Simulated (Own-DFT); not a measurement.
Simulation results for Si4SnGe11 (diamond-structure random alloy, strained, atoms displaced)

Computed with Own-DFT development build. A calculation, not a measurement: plane-wave density functional theory by an unreviewed code, no spin, of a simulated periodic cell, stress positive in tension, run twice, with PBE and with PBEsol, both on files made for PBE, so the change isn't that of files made for PBEsol, forces on such cells moved up to 12 meV/angstrom on a denser k mesh; the far tail of each file's local potential was reset to the Coulomb form; each entry is a single point on an unrelaxed cell, so the pressure reflects the starting lattice, mostly measured values (interpolated for alloys), from which strain is counted, and rises with the displacements; printed positions are rounded, which can move forces by about a meV/angstrom; the program, named Own-DFT, is a retired in-house code; no spin-orbit coupling; stress was not checked against mesh or cutoff.

Entry: Si4SnGe11 (diamond-structure random alloy, strained, atoms displaced)

```cif
# cell vector a (Å): 11.5042 0.0000 0.0000
# cell vector b (Å): 0.0000 11.5042 0.0000
# cell vector c (Å): 0.0000 0.0000 11.3064
data_Si4SnGe11
_symmetry_space_group_name_H-M 'P 1'
_symmetry_Int_Tables_number 1
_cell_length_a 11.5042
_cell_length_b 11.5042
_cell_length_c 11.3064
_cell_angle_alpha 90.000
_cell_angle_beta 90.000
_cell_angle_gamma 90.000
_cell_volume 1496.36
loop_
_atom_site_label
_atom_site_type_symbol
_atom_site_fract_x
_atom_site_fract_y
_atom_site_fract_z
_atom_site_occupancy
Ge1 Ge 0.00321 0.00206 0.99932 1
Ge2 Ge 0.99192 0.23852 0.24990 1
Si1 Si 0.25457 0.99825 0.25068 1
Ge3 Ge 0.24922 0.24787 0.99684 1
Ge4 Ge 0.12575 0.12256 0.12548 1
Ge5 Ge 0.11964 0.37977 0.37111 1
Ge6 Ge 0.36592 0.11791 0.37361 1
Ge7 Ge 0.37297 0.37755 0.12045 1
Si2 Si 0.00118 0.00841 0.49756 1
Ge8 Ge 0.00045 0.25470 0.75065 1
Ge9 Ge 0.24780 0.00118 0.74386 1
Si3 Si 0.25207 0.25527 0.49191 1
Si4 Si 0.12905 0.12538 0.62085 1
Ge10 Ge 0.12054 0.38189 0.87366 1
Ge11 Ge 0.37174 0.12412 0.87674 1
Ge12 Ge 0.37787 0.36214 0.62631 1
Si5 Si 0.99527 0.49383 0.99848 1
Ge13 Ge 0.99486 0.75181 0.24475 1
Ge14 Ge 0.24874 0.50403 0.25098 1
Ge15 Ge 0.24973 0.74805 0.99887 1
Ge16 Ge 0.12449 0.62333 0.13063 1
Si6 Si 0.12531 0.88212 0.37413 1
Ge17 Ge 0.37105 0.62496 0.36420 1
Ge18 Ge 0.37305 0.87348 0.11845 1
Sn1 Sn 0.99729 0.49485 0.49721 1
Ge19 Ge 0.99718 0.75225 0.75099 1
Si7 Si 0.24924 0.50388 0.74811 1
Ge20 Ge 0.25186 0.75106 0.49660 1
Ge21 Ge 0.12529 0.62415 0.61981 1
Ge22 Ge 0.12635 0.88435 0.87316 1
Ge23 Ge 0.37924 0.62116 0.87569 1
Ge24 Ge 0.38196 0.87599 0.62577 1
Ge25 Ge 0.49700 0.99978 0.00425 1
Si8 Si 0.50464 0.25150 0.25547 1
Ge26 Ge 0.74402 0.00112 0.24941 1
Ge27 Ge 0.75443 0.24830 0.00669 1
Ge28 Ge 0.61828 0.12742 0.12726 1
Ge29 Ge 0.62690 0.37594 0.37755 1
Ge30 Ge 0.87011 0.13828 0.37197 1
Si9 Si 0.87641 0.37723 0.12137 1
Ge31 Ge 0.50553 0.99019 0.50751 1
Si10 Si 0.50779 0.25538 0.74994 1
Ge32 Ge 0.74810 0.00035 0.74727 1
Sn2 Sn 0.75388 0.25115 0.49491 1
Ge33 Ge 0.62315 0.13179 0.62193 1
Ge34 Ge 0.62627 0.37107 0.88447 1
Si11 Si 0.87604 0.12626 0.87684 1
Ge35 Ge 0.87316 0.37292 0.62149 1
Ge36 Ge 0.50157 0.49895 0.99903 1
Ge37 Ge 0.49632 0.75452 0.24446 1
Ge38 Ge 0.74580 0.49607 0.24221 1
Sn3 Sn 0.74555 0.75344 0.99198 1
Si12 Si 0.61974 0.62670 0.11274 1
Si13 Si 0.62285 0.87339 0.37273 1
Ge39 Ge 0.87486 0.63759 0.37574 1
Ge40 Ge 0.87221 0.87338 0.12210 1
Sn4 Sn 0.50163 0.49482 0.50153 1
Ge41 Ge 0.49797 0.74698 0.74716 1
Si14 Si 0.74644 0.49291 0.74964 1
Ge42 Ge 0.74655 0.75118 0.49694 1
Si15 Si 0.62552 0.62345 0.62215 1
Si16 Si 0.62674 0.87522 0.87669 1
Ge43 Ge 0.88326 0.62598 0.86664 1
Ge44 Ge 0.87366 0.88267 0.62504 1
```

* functional: PBE, then PBEsol
* potential files: PseudoDojo norm-conserving, scalar-relativistic, standard set
* wave cutoff: 49 hartree
* occupations: Fermi-Dirac
* smearing width: 0.1 eV
* k mesh: 3 x 3 x 3 centred on Gamma
* PBE pressure: 1.67 GPa
* PBE stress xx: -1.37 GPa
* PBE stress yy: -1.19 GPa
* PBE stress zz: -2.45 GPa
* PBE stress yz: -0.11 GPa
* PBE stress xz: 0.61 GPa
* PBE stress xy: -0.02 GPa
* PBEsol pressure: -0.84 GPa
* PBEsol stress xx: 1.15 GPa
* PBEsol stress yy: 1.31 GPa
* PBEsol stress zz: 0.06 GPa
* PBEsol stress yz: -0.11 GPa
* PBEsol stress xz: 0.57 GPa
* PBEsol stress xy: -0.01 GPa
* rms change of force components from PBE to PBEsol: 0.046 eV/Å

Force:
```tsv
force element	PBE force x (eV/Å)	PBE force y (eV/Å)	PBE force z (eV/Å)	PBEsol force x (eV/Å)	PBEsol force y (eV/Å)	PBEsol force z (eV/Å)
Ge	-0.781	0.146	0.007	-0.716	0.113	0.032
Ge	1.331	1.962	-1.347	1.298	1.871	-1.272
Si	-0.993	-0.527	-0.547	-0.927	-0.483	-0.574
Ge	-0.491	0.606	0.172	-0.473	0.579	0.166
Ge	0.459	-0.135	0.393	0.406	-0.107	0.347
Ge	1.566	-2.104	-1.303	1.496	-2.002	-1.277
Ge	1.42	0.769	0.446	1.407	0.736	0.454
Ge	0.343	-0.569	0.842	0.311	-0.519	0.785
Si	0.118	-0.103	-0.139	0.037	-0.101	-0.136
Ge	0.015	-1.002	-0.214	0.016	-0.909	-0.205
Ge	0.446	0.293	-0.096	0.461	0.245	-0.044
Si	-0.714	-0.799	0.481	-0.665	-0.752	0.441
Si	-0.371	0.797	-0.48	-0.352	0.788	-0.4
Ge	0.708	-0.066	0.009	0.68	-0.129	-0.005
Ge	0.84	0.189	-0.878	0.782	0.16	-0.814
Ge	-1.307	0.256	0.832	-1.235	0.29	0.77
Si	0.313	0.922	0.312	0.355	0.946	0.253
Ge	0.949	0.666	0.631	0.887	0.61	0.591
Ge	-0.152	-0.928	-0.581	-0.154	-0.876	-0.565
Ge	-0.391	-0.09	-0.341	-0.361	-0.079	-0.318
Ge	-0.712	-0.089	-1.099	-0.659	-0.061	-1.03
Si	-0.218	-0.136	-0.1	-0.215	-0.203	-0.097
Ge	0.382	0.8	0.689	0.354	0.775	0.662
Ge	-0.395	0.358	0.741	-0.344	0.32	0.692
Sn	-0.558	1.53	0.212	-0.537	1.487	0.201
Ge	1.083	0.587	-0.817	1.036	0.562	-0.782
Si	0.255	-0.471	-0.055	0.247	-0.46	-0.051
Ge	-0.22	0.44	-0.202	-0.189	0.388	-0.174
Ge	0.816	0.917	1.143	0.766	0.916	1.079
Ge	-0.07	-1.077	-0.03	-0.07	-1.038	-0.029
Ge	-0.693	0.01	-0.49	-0.638	0.038	-0.448
Ge	-1.149	-0.609	0.18	-1.102	-0.59	0.173
Ge	0.441	-0.049	-0.918	0.392	-0.027	-0.854
Si	-1.087	-0.064	-0.207	-1.054	-0.066	-0.2
Ge	0.334	-0.152	0.218	0.345	-0.109	0.172
Ge	0.14	-0.31	-0.251	0.062	-0.3	-0.244
Ge	0.214	0.19	0.172	0.247	0.147	0.137
Ge	-0.112	-0.173	-2.535	-0.076	-0.14	-2.427
Ge	1.33	-3.994	-0.848	1.28	-3.832	-0.858
Si	0.049	-0.346	0.419	-0.006	-0.386	0.464
Ge	-0.035	1.107	-1.233	-0.069	1.093	-1.148
Si	-0.645	-0.899	0.7	-0.627	-0.874	0.68
Ge	-0.23	0.651	0.899	-0.211	0.621	0.809
Sn	-1.359	0.443	1.254	-1.32	0.439	1.21
Ge	-0.621	-1.097	1.088	-0.565	-1.104	1.022
Ge	0.361	0.161	-0.956	0.349	0.163	-0.867
Si	-0.033	-0.062	-0.319	-0.033	-0.057	-0.315
Ge	-0.208	0.388	2.651	-0.167	0.346	2.537
Ge	-0.195	0.061	0.191	-0.228	0.026	0.149
Ge	0.675	-0.537	-0.063	0.584	-0.524	-0.076
Ge	0.236	1.053	-0.088	0.216	1.009	-0.029
Sn	1.011	-1.369	0.314	1.077	-1.334	0.322
Si	-0.387	-0.743	1.763	-0.386	-0.732	1.729
Si	0.049	-0.02	0.027	0.049	-0.018	0.029
Ge	-0.844	-0.812	-1.002	-0.815	-0.778	-0.97
Ge	0.666	1.348	0.664	0.653	1.299	0.648
Sn	-1.126	1.158	-0.037	-1.119	1.069	-0.079
Ge	1	0.097	0.469	0.909	0.102	0.458
Si	0.233	0.774	-0.136	0.259	0.72	-0.102
Ge	-0.332	0.449	0.555	-0.255	0.428	0.529
Si	1.056	0.587	1.262	1.003	0.611	1.204
Si	-2.061	1.724	-1.91	-2.025	1.697	-1.88
Ge	-0.737	-1.749	0.228	-0.705	-1.629	0.207
Ge	0.389	-0.361	-0.743	0.338	-0.374	-0.681
```
